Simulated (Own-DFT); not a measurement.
# Strain and stress in wurtzite AlN, 72 atoms (Al36N36)

All numbers below are calculated, not measured. The program, named Own-DFT, is a retired in-house plane-wave density functional code that no person has reviewed. Each row is one single-point run on a periodic cell that was not relaxed, without spin or spin-orbit coupling.

Settings of every run: PBE; PseudoDojo norm-conserving scalar-relativistic files; cutoff 42 hartree; 4 x 4 x 3 k mesh centred on Gamma; Gaussian smearing of 0.01 eV.

Known limits: k mesh not checked against a denser one; stress not checked against mesh or cutoff.

Unstrained cell vectors in Å: (9.336, 0.000, 0.000); (-4.668, 8.085, 0.000); (0.000, 0.000, 9.964). The unstrained cell has measured lattice constants (interpolated for alloys), not those of this functional. That, the random moves and any unrelaxed bonds set the pressure at no strain. Each run strains this cell uniformly, with the atoms carried along. Every atom was also moved at random, by a Gaussian of width 0.05 Å on each axis. Strain is the symmetric tensor, in per cent. Stress is positive in tension, and the pressure is minus a third of its trace.

| run | e_xx (%) | e_yy (%) | e_zz (%) | e_yz (%) | e_xz (%) | e_xy (%) | s_xx (GPa) | s_yy (GPa) | s_zz (GPa) | s_yz (GPa) | s_xz (GPa) | s_xy (GPa) | P (GPa) | E (meV/atom) |
|---|---|---|---|---|---|---|---|---|---|---|---|---|---|---|
| 1 | -1.82 | -0.20 | 0.37 | 1.91 | 0.49 | -1.61 | -15.96 | -9.94 | -4.08 | 6.11 | 1.09 | -6.79 | 9.99 | 30.0 |
| 2 | 1.10 | 0.12 | 0.23 | -1.38 | 0.06 | 0.32 | -0.92 | -3.38 | -3.44 | -2.86 | 0.07 | 1.55 | 2.58 | 0.0 |
| 3 | -1.59 | 0.05 | 1.72 | -1.14 | 0.53 | 1.58 | -11.99 | -5.79 | 0.62 | -3.57 | 0.71 | 4.83 | 5.72 | 17.4 |
| 4 | 0.89 | -0.40 | -0.41 | -1.09 | -0.33 | -1.17 | -2.08 | -6.78 | -7.48 | -3.16 | -1.04 | -4.50 | 5.45 | 5.7 |
| 5 | 0.69 | 0.44 | -0.49 | -0.79 | 0.10 | 1.38 | -3.51 | -4.44 | -5.62 | -1.75 | -0.79 | 4.20 | 4.52 | 19.2 |
| 6 | 1.87 | -1.70 | -0.75 | -0.14 | -1.74 | 1.17 | 0.48 | -13.04 | -10.21 | 0.28 | -4.51 | 4.15 | 7.59 | 32.2 |
| 7 | -0.09 | 0.78 | 1.86 | -0.95 | -0.01 | 1.55 | -4.11 | -3.41 | 3.76 | -2.80 | -0.13 | 4.01 | 1.25 | 23.6 |
| 8 | 0.85 | 1.24 | 1.21 | 1.50 | -0.09 | -1.02 | -0.96 | 2.43 | 1.90 | 3.85 | -0.20 | -3.33 | -1.12 | 2.5 |
| 9 | 1.02 | -1.85 | -0.23 | -1.70 | -0.71 | 0.63 | -4.24 | -11.73 | -7.09 | -4.31 | -1.91 | 2.97 | 7.69 | 10.8 |
| 10 | 0.48 | 0.35 | -0.76 | 1.74 | -0.69 | 0.43 | -3.14 | -3.61 | -9.52 | 4.64 | -1.41 | 2.43 | 5.42 | 11.1 |
| 11 | 0.76 | 0.86 | 0.93 | 1.73 | -1.37 | 1.23 | -1.02 | 0.13 | -0.86 | 4.21 | -3.64 | 5.12 | 0.58 | 7.2 |
| 12 | -0.26 | 0.28 | 1.96 | 0.24 | 0.01 | 0.12 | -5.94 | -3.15 | 2.94 | 0.58 | 0.02 | 0.26 | 2.05 | 15.6 |
| 13 | -0.81 | 0.58 | 0.94 | 1.59 | -1.98 | -1.87 | -9.52 | -4.63 | 0.02 | 3.32 | -5.26 | -7.00 | 4.71 | 23.2 |
| 14 | 0.79 | 1.89 | -0.20 | -1.26 | -0.04 | 1.58 | -0.06 | 4.09 | -6.13 | -2.66 | -0.47 | 4.28 | 0.70 | 14.2 |
| 15 | -0.09 | 1.53 | -1.91 | 0.18 | 1.84 | -0.06 | -6.46 | 0.09 | -14.99 | 0.66 | 3.93 | -1.32 | 7.12 | 32.3 |
| 16 | 1.95 | 0.78 | -0.89 | -0.29 | -1.40 | 0.30 | 1.72 | 1.02 | -9.24 | -0.20 | -3.96 | 0.48 | 2.17 | 18.5 |
| 17 | -1.25 | 0.80 | 0.58 | -1.64 | 0.20 | 1.99 | -10.59 | -4.50 | -3.47 | -3.95 | 0.64 | 9.13 | 6.19 | 27.1 |
| 18 | 1.96 | -1.31 | -0.44 | -1.97 | -1.33 | -1.04 | ? | ? | ? | ? | ? | ? | ? | ? |

E is the free energy for each atom above the lowest run shown.

## Worked fit

Each stress component was fitted by least squares to a constant and the strains of the runs shown, as fractions, with shears doubled. Shear strains stay in the fit of a normal stress only where such slopes are resolved. The slopes, in GPa:

| stress | at no strain | per e_xx | per e_yy | per e_zz | scatter |
|---|---|---|---|---|---|
| s_xx | -6.4 | 469 ± 20 | 109 ± 20 | 71 ± 20 | 0.78 |
| s_yy | -6.0 | 159 ± 28 | 467 ± 28 | 62 ± 28 | 1.09 |
| s_zz | -5.7 | 44 ± 25 | 48 ± 25 | 486 ± 25 | 0.96 |

Each shear stress against twice its own strain: yz 133 ± 7, xz 125 ± 7, xy 189 ± 14 GPa. These are stiffnesses along x, y and z of the frame in which the cell vectors are given, which need not be the crystal's axes. The atoms are held to the strained lattice; where symmetry lets them move under strain, relaxing them would lower some slopes. The table should be nearly symmetric about its diagonal, and what it lacks of that shows the noise. A ninth of its sum, 213 ± 6 GPa, estimates the bulk modulus near the mean pressure of these runs, 4.3 GPa, so it lies above the value at zero pressure.

## Withheld run

Question: what normal stresses and pressure should run 18 give?

The fit gives s_xx = 1.1, s_yy = -9.3, s_zz = -7.6 and P = 5.3 GPa. The calculation gave -0.60, -7.22, -8.49 and P = 5.44 GPa.
